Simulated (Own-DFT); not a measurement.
# Which defects push the lattice out? C11b WSi2

Everything here is calculated. The program is Own-DFT (plane waves, in-house, since retired, never reviewed by a person); positions were held fixed, and spin and spin-orbit coupling were off.

Common settings: PBE; PseudoDojo norm-conserving scalar-relativistic files; cutoff 50 hartree; 5 x 5 x 5 k mesh centred on Gamma; cold (Marzari-Vanderbilt) smearing of 0.2 eV.

Keep in mind: forces on such cells failed a check on a denser k mesh; stress not checked against mesh or cutoff.

All runs share one cell, with vectors in Å (-2.148, -5.953, 3.409); (-6.444, 2.976, 1.136); (-2.553, -2.948, -6.757) and a volume of 403.2 Å³. Atoms were moved at random from their sites; u is the rms move along one axis. The defect's site can differ from row to row.

```
cell,formula,u (Å),P (GPa)
no defect,Si20W10,0.0213,4.55
no defect,Si20W10,0.0496,5.74
no defect,Si20W10,0.0500,6.14
one W on a Si site,Si19W11,0.0278,?
one W on a Si site,Si19W11,0.0282,9.70
one W on a Si site,Si19W11,0.0452,11.30
one W on a Si site,Si19W11,0.0489,11.52
one Si on a W site,Si21W9,0.0339,6.53
one Si on a W site,Si21W9,0.0483,7.45
one Si on a W site,Si21W9,0.0499,7.70
one Si vacancy,Si19W10,0.0308,2.86
one Si vacancy,Si19W10,0.0317,3.27
one Si vacancy,Si19W10,0.0506,5.30
```

## Analysis

P = P0 + c u² + a shift for each defect gives P0 = 3.69 GPa, c = 989 ± 127 GPa/Å² and a scatter of 0.33 GPa. The shifts, and each times the cell's volume:

- one W on a Si site: 5.42 ± 0.27 GPa, 13.7 eV
- one Si on a W site: 1.57 ± 0.27 GPa, 3.9 eV
- one Si vacancy: -1.37 ± 0.27 GPa, -3.4 eV

A positive shift means that the defect pushes the cell outwards. Shift times volume (160.2 GPa Å³ is 1 eV) depends little on the cell's size, so, taken for each site, it can be compared between cells at like pressure. The atoms around the defects weren't relaxed, which would change these numbers.

## Prediction

Asked: what pressure belongs in the blank (one W on a Si site, u = 0.0278 Å)?

The fit gives 9.88 ± 0.40 GPa. Computed: 9.57 GPa.
